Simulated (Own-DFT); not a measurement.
# Same atoms, different arrangement: Ge32Si32, 64 atoms

All numbers below are calculated, not measured. They come from Own-DFT, an in-house plane-wave density functional program, since retired, whose code no person has reviewed. Each row is one single-point run on a periodic cell that was not relaxed, without spin or spin-orbit coupling.

Settings of every run: PBE; PseudoDojo norm-conserving scalar-relativistic files; cutoff 42 hartree; 3 x 3 x 3 k mesh centred on Gamma; Fermi-Dirac smearing of 0.1 eV.

Known limits, some of them of some rows only: not probed for a lower state with spin; forces on such cells passed a denser k mesh, each cell not checked; stress not checked against mesh or cutoff.

All cells hold the same atoms in the same cell, with vectors in Å (11.089, 0.000, 0.000); (0.000, 11.089, 0.000); (0.000, 0.000, 11.089). Every atom was moved at random from its ideal site; u is the rms move along one axis. The random placing of the alloy's atoms differs from row to row. E is the free energy of the cell above the lowest run. The arrangements:

- A: diamond-structure SiGe in clusters
- B: diamond-structure SiGe in ordered layers
- C: diamond-structure SiGe with randomly placed atoms

| arrangement | u (Å) | E (eV) | P (GPa) |
|---|---|---|---|
| A | 0.0275 | 0.000 | 2.90 |
| A | 0.0276 | 0.476 | 3.00 |
| A | 0.0283 | 0.402 | 2.96 |
| A | 0.0595 | 3.128 | 3.51 |
| A | 0.0615 | 3.672 | 3.63 |
| A | 0.0615 | 4.111 | 3.69 |
| B | 0.0278 | 0.276 | 2.93 |
| B | 0.0279 | 0.241 | 2.92 |
| B | 0.0305 | 0.474 | 2.98 |
| B | 0.0583 | 3.260 | 3.51 |
| B | 0.0583 | 3.129 | 3.44 |
| B | 0.0613 | 3.857 | 3.57 |
| C | 0.0287 | 0.179 | 2.84 |
| C | 0.0307 | 0.230 | 2.83 |
| C | 0.0308 | 0.557 | 2.88 |
| C | 0.0575 | 3.444 | 3.44 |
| C | 0.0580 | 3.070 | 3.38 |
| C | 0.0622 | 4.385 | 3.62 |

Question: once the cost of the random moves is taken out, how do the arrangements rank?

## Worked answer

Fit E = a + b u², with one b for all and one a for each arrangement, and with residuals divided by u², since the noise grows with the moves. Then b = 1185 eV/Å², the scatter at u = 0.04 Å is 0.24 eV, and against A:

- B: -0.02 ± 0.10 eV (not told apart from A)
- C: -0.11 ± 0.10 eV (not told apart from A)

These are energies of unrelaxed cells. Relaxing the atoms lowers the strained arrangements most, so the gaps would shrink and small ones could change sign.
